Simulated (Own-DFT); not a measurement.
# What a defect does to the pressure of its cell: zincblende GaAs

Everything here is calculated. The program is Own-DFT (plane waves, in-house, since retired, never reviewed by a person); positions were held fixed, and spin and spin-orbit coupling were off.

Common settings: PBE; PseudoDojo norm-conserving scalar-relativistic files; cutoff 42 hartree; 3 x 3 x 3 k mesh centred on Gamma; Fermi-Dirac smearing of 0.1 eV.

Caveats (not all hold for every row): not probed for a lower state with spin; forces on such cells failed a check on a denser k mesh; forces not confirmed at this smearing and k mesh; forces on such cells passed a denser k mesh, each cell not checked; stress not checked against mesh or cutoff.

All runs share one cell, with vectors in Å (11.307, 0.000, 0.000); (0.000, 11.307, 0.000); (0.000, 0.000, 11.307) and a volume of 1445.4 Å³. The atoms are randomly displaced, by u rms on each axis. The defect's site can differ from row to row.

```
cell,formula,u (Å),P (GPa)
no defect,As32Ga32,0.0185,3.51
no defect,As32Ga32,0.0214,3.53
no defect,As32Ga32,0.0511,3.85
one As on a Ga site and one Ga on an As site,As32Ga32,0.0296,?
one As on a Ga site and one Ga on an As site,As32Ga32,0.0300,3.96
one As on a Ga site and one Ga on an As site,As32Ga32,0.0495,4.44
one As on a Ga site and one Ga on an As site,As32Ga32,0.0501,4.23
one In on a Ga site,As32Ga31In,0.0305,4.36
one In on a Ga site,As32Ga31In,0.0483,4.62
one In on a Ga site,As32Ga31In,0.0509,4.62
two As vacancies,As30Ga32,0.0274,3.25
two As vacancies,As30Ga32,0.0306,3.28
two As vacancies,As30Ga32,0.0523,3.87
two As on a Ga site each,As34Ga30,0.0289,4.80
two As on a Ga site each,As34Ga30,0.0291,4.82
two As on a Ga site each,As34Ga30,0.0302,4.79
```

## Fit

P = P0 + c u² + a shift for each defect gives P0 = 3.38 GPa, c = 215 ± 30 GPa/Å² and a scatter of 0.09 GPa. The shifts, and each times the cell's volume:

- two As on a Ga site each: 1.23 ± 0.07 GPa, 11.1 eV (5.6 eV for each of its 2 sites)
- one In on a Ga site: 0.73 ± 0.08 GPa, 6.6 eV
- one As on a Ga site and one Ga on an As site: 0.40 ± 0.08 GPa, 3.7 eV
- two As vacancies: -0.24 ± 0.07 GPa, -2.1 eV (-1.1 eV for each of its 2 sites)

Against the defect-free cell, a freed cell would be larger where the shift is positive and smaller where it is negative (160.2 GPa Å³ is 1 eV). The atoms around the defects weren't relaxed, which would change these numbers.

## Check

Question: what pressure belongs in the blank (one As on a Ga site and one Ga on an As site, u = 0.0296 Å)?

Estimate: 3.98 ± 0.11 GPa. The calculation gave 3.94 GPa.
